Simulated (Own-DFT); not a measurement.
# Layers held on the lattice of the host: Ge in Si

Everything here is calculated. The program is Own-DFT (plane waves, in-house, since retired, never reviewed by a person); positions were held fixed, and spin and spin-orbit coupling were off.

Method: PBE; PseudoDojo norm-conserving scalar-relativistic files; cutoff 42 hartree; 3 x 3 x 2 k mesh centred on Gamma; Fermi-Dirac smearing of 0.1 eV.

Limits: forces on such cells moved up to 12 meV/angstrom on a denser k mesh; stress not checked against mesh or cutoff.

One cell of 96 atoms is used throughout, with vectors in Å (10.862, 0.000, 0.000); (0.000, 10.862, 0.000); (0.000, 0.000, 16.293). Some planes normal to z hold Ge in place of Si, either as pure planes or mixed at random through a layer; x is the share of Ge among all Ge and Si sites. u is the rms random offset of the atoms per axis. Stress is positive in tension.

```
    x        layer   u (Å)  (s_xx + s_yy)/2 (GPa)  s_zz (GPa)
0.125  mixed layer  0.0297                  -3.79       -3.80
0.125  mixed layer  0.0305                  -3.78       -3.75
0.167  pure planes  0.0622                      ?           ?
0.188  mixed layer  0.0291                  -4.56       -4.57
0.188  mixed layer  0.0598                  -5.31       -5.23
0.250  mixed layer  0.0604                  -6.34       -6.24
0.250  mixed layer  0.0306                  -5.50       -5.51
0.500  pure planes  0.0300                  -9.14       -9.20
0.500  pure planes  0.0293                  -9.17       -9.13
```

## Fit

In the plane: -1.68 - 14.5 x - 272 u² GPa (slope in x ± 0.2, scatter 0.06). Along z: -1.71 - 14.5 x - 238 u² GPa (± 0.1, scatter 0.06). The two slopes nearly agree: every atom sits on the host's lattice on all three axes, so the larger Ge atoms are squeezed alike in all directions, and the layering hardly shows. The constants are the stress of this functional at the host's measured lattice. A real film keeps the in-plane spacing but grows in height until s_zz vanishes, which relieves part of the in-plane stress too.

## Prediction

Q: what are the two stresses at x = 0.167?

The fitted form gives -5.1 and -5.0 GPa. Computed: -5.10 and -5.07 GPa.
